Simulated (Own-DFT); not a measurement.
# Energy and forces against displacement in a stack of Si and Ge or SiGe layers, 96 atoms (Ge48Si48)

Calculated results; nothing here was measured. The program, named Own-DFT, is a retired in-house plane-wave density functional code that no person has reviewed. Each row is one single-point run on a periodic cell that was not relaxed, without spin or spin-orbit coupling.

Settings of every run: PBE; PseudoDojo norm-conserving scalar-relativistic files; cutoff 42 hartree; 3 x 3 x 2 k mesh centred on Gamma; Fermi-Dirac smearing of 0.1 eV.

Known limits: forces on such cells moved up to 12 meV/angstrom on a denser k mesh; stress not checked against mesh or cutoff.

Cell vectors in Å: (10.862, 0.000, 0.000); (0.000, 10.862, 0.000); (0.000, 0.000, 16.293). In each run every atom was moved at random and independently from its ideal site; u is the rms move along one axis. The random placing of the alloy's atoms differs from row to row. E is the free energy for each atom above the fitted value at u = 0, and F the rms of the force components.

```
run,u (Å),E (meV/atom),F (eV/Å),largest force (eV/Å),P (GPa)
1,0.0284,17.9,0.560,1.87,9.12
2,0.0308,21.9,0.620,2.29,9.19
3,0.0576,80.4,1.158,5.47,9.97
4,0.0627,80.3,1.114,3.96,9.88
5,0.0632,?,?,?,?
6,0.0973,223.6,2.089,9.36,11.92
7,0.0993,224.2,2.024,8.39,11.70
8,0.1086,257.7,2.321,12.41,12.18
```

## Worked fit

For small independent moves the energy grows as E = (3/2) K u², with K the mean stiffness felt by one atom. The runs with u up to 0.11 Å give K = 15.0 ± 0.5 eV/Å², with residuals divided by u² + 0.0006 Å², since the noise grows with the moves. The scatter is 3.7 meV/atom at u = 0.05 Å. The forces follow F = G u with G = 20.2 eV/Å²; no force at u = 0 is resolved. G exceeds K because the moves of its neighbours add to the force on an atom, and stiffness differs between atoms. The pressure follows P = 8.90 + 290 u² GPa: at fixed volume, shortened bonds push harder than stretched ones pull.

## Withheld run

Question: what energy and rms force should run 5 give?

The fit gives 90 ± 6 meV/atom and about 1.28 eV/Å. The calculation gave 85.4 meV/atom and 1.159 eV/Å.
